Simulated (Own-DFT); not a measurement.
# Misfit strain and the stress it brings: wurtzite GaN, 72 atoms (Ga36N36)

Source: density functional calculations with Own-DFT, an unreviewed in-house program that is no longer used. Nothing was measured or relaxed, and spin and spin-orbit coupling are left out.

Method: PBE; PseudoDojo norm-conserving scalar-relativistic files (stringent for Ga); cutoff 96 hartree; 4 x 4 x 3 k mesh centred on Gamma; Gaussian smearing of 0.01 eV.

Known weak points: forces not confirmed at this smearing and k mesh; stress not checked against mesh or cutoff.

Unstrained cell vectors in Å: (9.567, 0.000, 0.000); (-4.784, 8.285, 0.000); (0.000, 0.000, 10.370). The unstrained cell has measured lattice constants (interpolated for alloys), not those of this functional. That, the random moves and any unrelaxed bonds set the pressure at no strain. Each run strains x and y alike by e, as a substrate would, and holds the height along z. Random moves of width 0.05 Å per axis were added to every atom. Stress is positive in tension.

```
e (%)  u (Å)  (s_xx + s_yy)/2 (GPa)  s_zz (GPa)
-3.00  0.050                 -24.98      -12.48
-2.75  0.047                      ?           ?
-2.50  0.049                 -23.74       -9.26
-2.25  0.052                 -20.45      -11.55
-1.00  0.054                 -13.18       -9.10
 1.00  0.056                  -1.31       -8.47
 1.25  0.051                  -1.47       -4.85
 1.50  0.051                  -0.04       -5.03
 2.25  0.047                   3.75       -3.98
 2.75  0.050                   5.66       -3.02
```

## Worked fit

With e as a fraction, the in-plane stress is -7.5 + 543 e - 2243 e² GPa (errors 13 and 969, scatter 0.78), and s_zz is -7.5 + 145 e GPa (slope ± 21, scatter 1.28). At e = 0 the first slope is C11 + C12 and the second 2 C13, both with the ions held to the strained lattice and at the cell's own pressure. A free layer would change its height as e changes, and the in-plane slope would drop by 2 C13²/C33 to the biaxial modulus. At fixed height, a misfit of 1 % moves the in-plane stress by about 5.4 GPa and s_zz by 1.5 GPa.

## The run left out

Q: what are the two stresses at e = -2.75 %?

From the fit: -24.1 and -11.5 GPa. The run itself gave -24.65 and -10.81 GPa.
